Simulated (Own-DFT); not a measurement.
# A layer strained by its substrate: wurtzite AlN, 72 atoms (Al36N36)

Calculated, not measured: single-point runs of Own-DFT, a retired in-house plane-wave DFT program that no person has reviewed, on unrelaxed cells, without spin or spin-orbit coupling.

Method: PBE; PseudoDojo norm-conserving scalar-relativistic files; cutoff 42 hartree; 3 x 3 x 2 k mesh centred on Gamma; Fermi-Dirac smearing of 0.1 eV.

Keep in mind: forces on such cells moved up to 12 meV/angstrom on a denser k mesh; stress not checked against mesh or cutoff.

Unstrained cell vectors in Å: (9.336, 0.000, 0.000); (-4.668, 8.085, 0.000); (0.000, 0.000, 9.964). The unstrained cell has measured lattice constants (interpolated for alloys), not those of this functional. That, the random moves and any unrelaxed bonds set the pressure at no strain. Each run strains x and y alike by e, as a substrate would, and holds the height along z. Each coordinate of each atom was shifted by a normal deviate of width 0.05 Å. Stress is positive in tension.

```
e (%),u (Å),(s_xx + s_yy)/2 (GPa),s_zz (GPa)
-3.00,0.048,-25.51,-10.70
-2.50,0.050,-21.88,-10.17
-2.25,0.049,-21.61,-7.29
-1.75,0.047,-16.43,-8.31
-1.25,0.051,-14.34,-6.10
-0.50,0.046,-8.46,-5.31
0.75,0.051,-2.03,-3.01
1.50,0.049,1.99,-2.32
2.75,0.050,?,?
3.00,0.050,9.20,-1.29
```

## Working it out

With e as a fraction, the in-plane stress is -6.1 + 583 e - 2422 e² GPa (errors 12 and 699, scatter 0.67), and s_zz is -5.0 + 160 e GPa (slope ± 18, scatter 1.01). At e = 0 the first slope is C11 + C12 and the second 2 C13, both with the ions held to the strained lattice and at the cell's own pressure. The term in e² is negative: the layer stiffens under compression and softens under tension. A free layer would change its height as e changes, and the in-plane slope would drop by 2 C13²/C33 to the biaxial modulus. At fixed height, a misfit of 1 % moves the in-plane stress by about 5.8 GPa and s_zz by 1.6 GPa.

## Withheld run

The question: what are the two stresses at e = 2.75 %?

The fit gives 8.1 and -0.6 GPa. The hidden result is 8.29 and -2.25 GPa.
